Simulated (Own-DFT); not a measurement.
# Composition and what it changes: diamond-structure SiGe

All numbers below are calculated, not measured. They come from Own-DFT, an in-house plane-wave density functional program, since retired, whose code no person has reviewed. Each row is one single-point run on a periodic cell that was not relaxed, without spin or spin-orbit coupling.

Settings of every run: PBE; PseudoDojo norm-conserving scalar-relativistic files; cutoff 42 hartree; 5 x 5 x 5 k mesh centred on Gamma; Fermi-Dirac smearing of 0.1 eV.

Known limits, some of them of some rows only: forces on such cells failed a check on a denser k mesh; forces on such cells moved up to 12 meV/angstrom on a denser k mesh; forces on such cells passed a denser k mesh, each cell not checked; stress not checked against mesh or cutoff.

Each cell has 16 atoms, with Ge and Si placed at random on their shared sites; x is the share of Ge. Lattice constants follow the straight line between measured values of the end members, and atoms start on the ideal sites of that lattice. Every atom was also moved at random, by a Gaussian of width 0.03 Å on each axis. u is the rms move along one axis. dE is the free energy for each Ge or Si site above the straight-line part, a + b x, of the fit below.

| x | cell | u (Å) | volume (Å³/atom) | P (GPa) | dE (meV/site) |
|---|---|---|---|---|---|
| 0.125 | Ge2Si14 | 0.0271 | 20.340 | 2.19 | 7.2 |
| 0.125 | Ge2Si14 | 0.0298 | 20.340 | 2.18 | 11.8 |
| 0.125 | Ge2Si14 | 0.0303 | 20.340 | 2.13 | 7.1 |
| 0.125 | Ge2Si14 | 0.0309 | 20.340 | 2.18 | 9.9 |
| 0.250 | Ge4Si12 | 0.0324 | 20.659 | ? | ? |
| 0.500 | Ge8Si8 | 0.0357 | 21.306 | 2.93 | 31.3 |
| 0.500 | Ge8Si8 | 0.0349 | 21.306 | 2.79 | 24.2 |
| 0.500 | Ge8Si8 | 0.0296 | 21.306 | 2.82 | 23.3 |
| 0.500 | Ge8Si8 | 0.0292 | 21.306 | 2.80 | 20.6 |
| 0.750 | Ge12Si4 | 0.0274 | 21.966 | 3.23 | 6.5 |
| 0.750 | Ge12Si4 | 0.0243 | 21.966 | 3.19 | 5.7 |
| 0.750 | Ge12Si4 | 0.0292 | 21.966 | 3.34 | 17.4 |
| 0.750 | Ge12Si4 | 0.0251 | 21.966 | 3.37 | 20.3 |
| 0.875 | Ge14Si2 | 0.0285 | 22.302 | 3.60 | 5.7 |
| 0.875 | Ge14Si2 | 0.0333 | 22.302 | 3.75 | 14.9 |
| 0.875 | Ge14Si2 | 0.0285 | 22.302 | 3.71 | 9.6 |
| 0.875 | Ge14Si2 | 0.0256 | 22.302 | 3.65 | 4.5 |

## Worked fit

Fit E = a + b x + W x (1 - x) + k (u² - 0.03²) to the rows shown. It gives W = 87 ± 19 meV/site and k = 19 ± 6 eV/Å², with a scatter of 4.1 meV/site. Part of W is bond strain that relaxing the atoms would remove. The pressures follow P = 2.01 + 1.19 x + 0.76 x² GPa, with a scatter of 0.08.

## Withheld member

Question: what pressure and dE should the cell at x = 0.250 give?

The fits give 2.4 GPa and 19 meV/site. The calculation gave 2.31 GPa and 16.9 meV/site.
